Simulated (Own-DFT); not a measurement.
Simulation results for GaP (zincblende, atoms displaced)

All values are calculated (Own-DFT development build). A calculation, not a measurement: plane-wave PBE density functional theory by an unreviewed code, no spin, of a simulated periodic cell, stress positive in tension, free energy of the whole cell less one offset for each atom, forces on such cells passed a denser k mesh, this cell's mesh not checked; offsets are fitted by least squares, one for each functional and potential file, so energies compare only between cells with the same atoms and settings and are not formation energies; the far tail of each file's local potential was reset to the Coulomb form; each entry is a single point on an unrelaxed cell, so the pressure reflects the starting lattice, mostly measured values (interpolated for alloys), from which strain is counted, and rises with the displacements; printed positions are rounded, which can move forces by about a meV/angstrom; the program, named Own-DFT, is a retired in-house code; no spin-orbit coupling.

Common to all runs: functional PBE; potential files PseudoDojo norm-conserving, scalar-relativistic, standard set; wave cutoff 42 hartree; occupations Fermi-Dirac; smearing width 0.1 eV; hardware one NVIDIA H200; k mesh 2 x 3 x 3 centred on Gamma.

(1) GaP (zincblende, atoms displaced)

```
GaP
1.0
     16.3515     0.0000     0.0000
      0.0000    10.9010     0.0000
      0.0000     0.0000    10.9010
Ga P Ga P Ga P Ga P Ga P Ga P Ga P Ga P Ga P Ga P Ga P Ga P
4 4 4 4 4 4 4 4 4 4 4 4 4 4 4 4 4 4 4 4 4 4 4 4
Direct
  0.00124 0.02926 0.99194
  0.00157 0.24042 0.26713
  0.15346 0.99357 0.25388
  0.17168 0.25682 0.99536
  0.08849 0.15152 0.11750
  0.07535 0.37156 0.37493
  0.24597 0.11046 0.38530
  0.23978 0.35668 0.09756
  0.98988 0.01308 0.49634
  0.99154 0.26376 0.73773
  0.15828 0.99784 0.74411
  0.16494 0.25995 0.50358
  0.08882 0.11778 0.62785
  0.08408 0.36087 0.85683
  0.24513 0.12603 0.88127
  0.24713 0.36176 0.62431
  0.99541 0.46570 0.98613
  0.99464 0.74845 0.24240
  0.17585 0.50860 0.24751
  0.17579 0.73123 0.96285
  0.08480 0.61794 0.15686
  0.05806 0.87160 0.39358
  0.25939 0.63952 0.36256
  0.25227 0.87689 0.10591
  0.01204 0.50266 0.50656
  0.00488 0.73312 0.74302
  0.16685 0.50787 0.74373
  0.16805 0.74690 0.51602
  0.06848 0.59181 0.63984
  0.08028 0.87209 0.90032
  0.25376 0.60484 0.89030
  0.25426 0.89306 0.63170
  0.33926 0.00538 0.00988
  0.33497 0.22940 0.28363
  0.50135 0.00844 0.25022
  0.49661 0.24313 0.99126
  0.40564 0.15601 0.10282
  0.40640 0.38135 0.38279
  0.58129 0.13444 0.37200
  0.59058 0.38239 0.13283
  0.34218 0.01433 0.50982
  0.32079 0.25806 0.76132
  0.50050 0.98500 0.76344
  0.49838 0.25326 0.48889
  0.41485 0.15355 0.63027
  0.40931 0.36110 0.88227
  0.58601 0.15444 0.88268
  0.56986 0.36812 0.62420
  0.32132 0.50753 0.99783
  0.33050 0.74995 0.26251
  0.49498 0.50790 0.23541
  0.50387 0.73551 0.99187
  0.40982 0.60356 0.10382
  0.40379 0.86996 0.36077
  0.57686 0.62444 0.37656
  0.57981 0.87981 0.14403
  0.33769 0.52487 0.51871
  0.34075 0.72994 0.74134
  0.50933 0.51188 0.74690
  0.51093 0.76044 0.50960
  0.41760 0.63128 0.63857
  0.40738 0.87474 0.87198
  0.58650 0.63556 0.87864
  0.58373 0.86146 0.60205
  0.66165 0.00185 0.98961
  0.66223 0.26775 0.25186
  0.84732 0.00601 0.24342
  0.83261 0.26565 0.99477
  0.74825 0.12437 0.13291
  0.75835 0.39766 0.37969
  0.92278 0.12161 0.36865
  0.92186 0.36665 0.13920
  0.66025 0.00737 0.46359
  0.65966 0.26049 0.74750
  0.83717 0.00352 0.76021
  0.83055 0.25201 0.49478
  0.75723 0.12034 0.63079
  0.75814 0.34766 0.89804
  0.91958 0.12474 0.88089
  0.92573 0.37858 0.61981
  0.68459 0.49817 0.01228
  0.66766 0.73968 0.26044
  0.84480 0.51024 0.25864
  0.84448 0.73246 0.00768
  0.76229 0.63708 0.11173
  0.74553 0.86186 0.39398
  0.92182 0.62336 0.39312
  0.90597 0.90067 0.09946
  0.68194 0.49657 0.51100
  0.65846 0.74234 0.76105
  0.83367 0.49584 0.73684
  0.81936 0.75496 0.46591
  0.74270 0.62558 0.63858
  0.75021 0.85768 0.86721
  0.91811 0.63272 0.90002
  0.90906 0.88150 0.62929
```

- free energy of cell above offsets: -18.426 eV
- pressure: 7.65 GPa
- stress xx: -8.55 GPa
- stress yy: -7.27 GPa
- stress zz: -7.12 GPa
- stress yz: -0.41 GPa
- stress xz: -1.92 GPa
- stress xy: 1.09 GPa
- wall time: 953.8 s

Force:
```
element  x (eV/Å)  y (eV/Å)  z (eV/Å)
     Ga     2.188    -1.804     2.488
     Ga     0.847     0.856    -2.495
     Ga     0.307    -0.313    -0.531
     Ga     -4.44    -3.281    -4.658
      P    -1.163    -2.189     1.581
      P     2.356     1.089     0.526
      P    -1.073      0.25    -0.068
      P     5.204     5.827     6.805
     Ga     0.996    -1.039     3.188
     Ga     1.782    -3.371     1.649
     Ga     0.972    -1.038      2.77
     Ga    -0.928     -1.65    -1.068
      P    -2.462     2.023    -1.634
      P      0.44      0.92     0.778
      P      0.28    -1.544    -0.983
      P     0.594     3.489     0.179
     Ga     0.611     1.419     1.007
     Ga    -0.548     1.007     0.293
     Ga     0.554    -2.271     0.307
     Ga    -2.764     3.469      4.13
      P    -0.838     0.698    -3.679
      P     2.642    -0.859    -1.409
      P     -3.49     -3.79     4.529
      P    -1.028    -1.197     1.624
     Ga    -2.954    -2.834    -4.204
     Ga    -1.939     2.868     1.949
     Ga      1.28    -2.287     1.097
     Ga     -0.49      0.67    -0.621
      P     4.003     4.178     1.931
      P     0.222    -0.432    -2.686
      P    -1.965     2.265    -7.937
      P     0.046     -2.32     0.019
     Ga    -0.964    -0.158    -1.117
     Ga    -0.337     0.809     -1.87
     Ga    -2.193     0.185    -0.387
     Ga     0.457     2.463     1.126
      P     0.268    -1.517     3.643
      P     1.156     0.776     -0.61
      P    -0.742     1.142    -1.148
      P    -1.856     1.006    -1.913
     Ga     0.013    -0.629    -0.308
     Ga     0.638     -1.07     0.041
     Ga     0.493     1.608    -1.406
     Ga    -1.192     0.161     0.435
      P     0.519    -1.984     0.403
      P     0.574     2.912    -0.887
      P       0.6    -3.887    -1.173
      P     2.292     1.407    -0.347
     Ga     3.265    -6.748     3.332
     Ga     1.093     1.477     -6.18
     Ga     0.124    -0.937     1.202
     Ga    -2.368     2.385     2.152
      P     1.324     2.935       1.9
      P     3.691     3.007     3.076
      P     0.505    -1.021     0.201
      P     0.946    -1.269      -2.2
     Ga    -1.624    -2.068    -1.611
     Ga    -4.183     4.002     3.416
     Ga    -1.208    -1.213     1.226
     Ga    -6.234    -4.397    -5.017
      P     4.328    -1.599     -2.78
      P     0.928    -0.972     0.755
      P     0.342    -3.817     0.782
      P     4.861     5.877     5.603
     Ga       0.7    -0.514     0.991
     Ga     2.283    -1.288     0.888
     Ga    -2.568     0.044     0.484
     Ga     7.189    -6.429     7.352
      P    -0.003     0.401    -0.115
      P    -0.426    -2.234    -1.155
      P    -2.735     0.971     0.899
      P    -0.841     0.189    -0.446
     Ga     1.393    -0.981     3.334
     Ga      1.68    -0.347    -0.637
     Ga    -0.555    -0.895     0.289
     Ga     0.657     -0.14     0.387
      P    -1.824     0.875    -1.041
      P    -7.522     6.973    -8.006
      P    -1.985     2.758     -2.33
      P    -2.889     0.933    -1.888
     Ga    -0.925    -0.528    -0.717
     Ga    -0.124     0.499    -0.982
     Ga     0.046    -0.053    -1.204
     Ga    -1.127     5.394    -0.131
      P    -2.701    -1.921     4.443
      P     -5.34      6.56    -6.282
      P    -0.528     1.026     -0.88
      P     1.917    -1.899     0.294
     Ga    -3.018     0.161     0.261
     Ga     1.502     2.097    -2.469
     Ga     0.147     0.078     1.819
     Ga     7.327     -6.18     6.724
      P     1.259     0.509    -0.471
      P     0.118       1.5     1.048
      P     3.309    -3.964    -4.702
      P     0.824    -1.273    -0.973
```

(2) GaP (zincblende, atoms displaced)

```
GaP
1.0
     16.3515     0.0000     0.0000
      0.0000    10.9010     0.0000
      0.0000     0.0000    10.9010
Ga P Ga P Ga P Ga P Ga P Ga P Ga P Ga P Ga P Ga P Ga P Ga P
4 4 4 4 4 4 4 4 4 4 4 4 4 4 4 4 4 4 4 4 4 4 4 4
Direct
  0.00237 0.99611 0.99747
  0.99458 0.26400 0.25875
  0.16885 0.98802 0.25599
  0.17850 0.25085 0.01353
  0.07921 0.13096 0.11772
  0.07002 0.38581 0.39987
  0.24677 0.14164 0.38605
  0.25392 0.37719 0.12164
  0.99848 0.02359 0.49164
  0.99108 0.22926 0.75953
  0.17047 0.01282 0.73872
  0.16950 0.26848 0.47830
  0.08102 0.12073 0.62784
  0.07625 0.35903 0.88750
  0.24515 0.11384 0.90127
  0.23187 0.38181 0.63358
  0.01060 0.50300 0.99084
  0.01534 0.77276 0.23196
  0.15896 0.52179 0.23468
  0.16585 0.76051 0.01060
  0.09172 0.62435 0.10782
  0.08897 0.88507 0.37814
  0.23982 0.60938 0.37916
  0.25789 0.86861 0.14338
  0.98975 0.50903 0.50849
  0.01716 0.75076 0.74252
  0.17300 0.48837 0.74595
  0.17902 0.74638 0.51013
  0.07759 0.60425 0.62414
  0.07912 0.86461 0.85253
  0.24655 0.61900 0.89385
  0.26613 0.85878 0.63056
  0.31800 0.01119 0.00837
  0.34098 0.25052 0.25415
  0.49255 0.01498 0.24646
  0.50181 0.24693 0.98840
  0.42804 0.13093 0.10548
  0.41411 0.37372 0.38504
  0.59380 0.12450 0.38833
  0.58532 0.37171 0.12849
  0.33183 0.98594 0.52258
  0.32604 0.26182 0.74334
  0.49744 0.00131 0.76787
  0.50482 0.26529 0.51331
  0.41520 0.12251 0.62439
  0.43129 0.38176 0.86651
  0.60832 0.12952 0.87750
  0.58222 0.39094 0.60957
  0.33177 0.49839 0.98996
  0.33846 0.74200 0.28146
  0.48580 0.50533 0.23869
  0.50496 0.74883 0.99534
  0.42550 0.64707 0.12869
  0.43174 0.87109 0.35449
  0.57578 0.62336 0.38072
  0.57663 0.84294 0.11072
  0.32184 0.51655 0.51650
  0.33377 0.74373 0.72858
  0.50694 0.53659 0.74326
  0.49809 0.75662 0.48833
  0.40168 0.62921 0.60465
  0.41950 0.88365 0.88352
  0.57540 0.59324 0.87905
  0.58683 0.86921 0.64800
  0.64690 0.00062 0.00030
  0.67467 0.25440 0.25004
  0.83235 0.02356 0.25770
  0.83499 0.24120 0.00659
  0.75063 0.12418 0.12291
  0.74923 0.36643 0.37015
  0.92118 0.14479 0.39790
  0.91890 0.35622 0.12840
  0.66354 0.02398 0.50459
  0.67383 0.24326 0.75546
  0.83847 0.00369 0.73327
  0.83080 0.24841 0.49250
  0.74659 0.12974 0.60536
  0.75666 0.37891 0.86432
  0.91589 0.11638 0.86665
  0.91604 0.37774 0.63317
  0.68420 0.48787 0.98976
  0.66558 0.76459 0.25799
  0.83964 0.49097 0.23298
  0.83591 0.76466 0.02445
  0.75186 0.63576 0.12931
  0.76418 0.85741 0.36879
  0.91392 0.62770 0.36490
  0.91882 0.87116 0.11347
  0.66750 0.49458 0.51430
  0.66738 0.75872 0.73917
  0.83342 0.51021 0.75380
  0.83240 0.74967 0.51208
  0.74928 0.61737 0.63491
  0.73784 0.88112 0.88327
  0.90899 0.63355 0.86699
  0.90537 0.86732 0.63442
```

To be estimated
1. GaP (zincblende, atoms displaced) (entry 2): stress yy?

Answers
1. -7.16 GPa

Further results for GaP (zincblende, atoms displaced) (entry 2):

- free energy of cell above offsets: -24.196 eV
- pressure: 7 GPa
- stress xx: -6.9 GPa
- stress zz: -6.94 GPa
- stress yz: 0.05 GPa
- stress xz: -2.43 GPa
- stress xy: -0.08 GPa
- wall time: 969.3 s

Force:
```
element  x (eV/Å)  y (eV/Å)  z (eV/Å)
     Ga      0.02    -0.011    -0.981
     Ga     2.012    -1.393     0.997
     Ga     0.402     2.541    -0.979
     Ga    -2.556     0.127    -0.456
      P     0.601    -0.515     1.625
      P     1.212    -0.007    -3.073
      P     1.936    -3.066    -1.595
      P     0.551     0.805     1.856
     Ga     1.191    -3.548     1.747
     Ga     1.974     2.772    -1.635
     Ga     0.308    -1.662     1.191
     Ga    -1.809     0.309     2.014
      P     0.574     1.602    -0.755
      P     1.892    -0.448    -1.432
      P    -1.984     2.646    -5.142
      P     4.654    -4.027    -4.388
     Ga    -2.552     0.089    -0.292
     Ga    -0.898    -1.512     0.932
     Ga     1.197    -3.439     2.093
     Ga     1.042     1.008    -1.662
      P    -2.699     1.632     0.104
      P    -0.976    -1.151     1.595
      P     0.968     1.373    -0.561
      P    -0.261    -0.019     -0.34
     Ga    -1.815     0.019    -0.918
     Ga    -4.408    -3.203     -2.41
     Ga    -4.694     4.124     5.618
     Ga    -2.244    -0.223    -0.322
      P     2.458     2.051     0.791
      P     3.784      3.99     4.159
      P    -0.394     1.413    -2.784
      P    -5.582     3.241    -1.056
     Ga     4.362    -3.335     2.538
     Ga    -0.364    -0.066    -0.486
     Ga     2.299    -0.053    -0.322
     Ga     2.412     1.407    -0.701
      P    -2.814    -0.838     1.532
      P    -0.147     1.094     -0.05
      P    -3.882     2.429    -3.767
      P    -0.136     0.426    -0.512
     Ga     1.838     2.188    -3.266
     Ga     1.138    -0.641     1.066
     Ga      1.37     0.983    -1.036
     Ga    -1.274    -2.071    -1.647
      P     0.497     0.716     0.879
      P    -2.066     0.186    -0.848
      P    -5.126      1.22    -1.017
      P    -0.784    -1.192     4.507
     Ga     2.352     -0.43     1.022
     Ga    -0.675    -0.755     -1.54
     Ga     1.803    -1.251     1.296
     Ga    -2.359    -2.438    -3.871
      P    -2.995    -1.222    -0.489
      P    -2.155      1.41     2.006
      P     1.488    -0.551    -0.651
      P     3.218     5.203     3.868
     Ga     -1.77    -4.452    -2.087
     Ga      2.27    -2.287     6.331
     Ga    -3.848    -3.285    -5.038
     Ga     1.155    -0.158     1.845
      P     5.011     1.498     1.593
      P    -1.822    -1.262     0.298
      P     4.205     3.849     4.217
      P     -3.38     2.942    -3.651
     Ga     2.348    -3.275     2.879
     Ga    -1.536    -0.999    -0.667
     Ga     0.945    -1.489     0.552
     Ga     0.063     0.244    -1.517
      P    -1.204    -0.614    -0.076
      P     1.093     2.466     0.844
      P    -0.723    -0.526    -3.723
      P    -0.232     2.248    -2.041
     Ga      0.75    -5.698     1.071
     Ga     0.893     2.211    -2.519
     Ga    -2.712     0.621     1.509
     Ga    -0.683     2.327     1.645
      P     2.134     0.856     3.118
      P     0.929     -2.06     0.237
      P    -1.822    -1.303     2.366
      P    -0.711    -0.832     0.001
     Ga    -1.898     1.287     2.105
     Ga    -0.621    -1.585    -0.074
     Ga    -1.071     0.763     1.134
     Ga     -3.02    -2.501    -3.961
      P    -0.537    -1.488    -0.115
      P      -1.1     2.739      0.19
      P       0.8     0.373     0.322
      P     2.556     3.673     2.951
     Ga     1.875     1.784    -3.179
     Ga     2.211    -2.818     3.137
     Ga     0.818    -1.064    -0.456
     Ga    -0.133    -1.722    -0.903
      P    -0.485     1.052    -1.095
      P      1.76    -0.103    -0.359
      P     2.088     0.902     1.845
      P     3.504    -0.248    -1.179
```
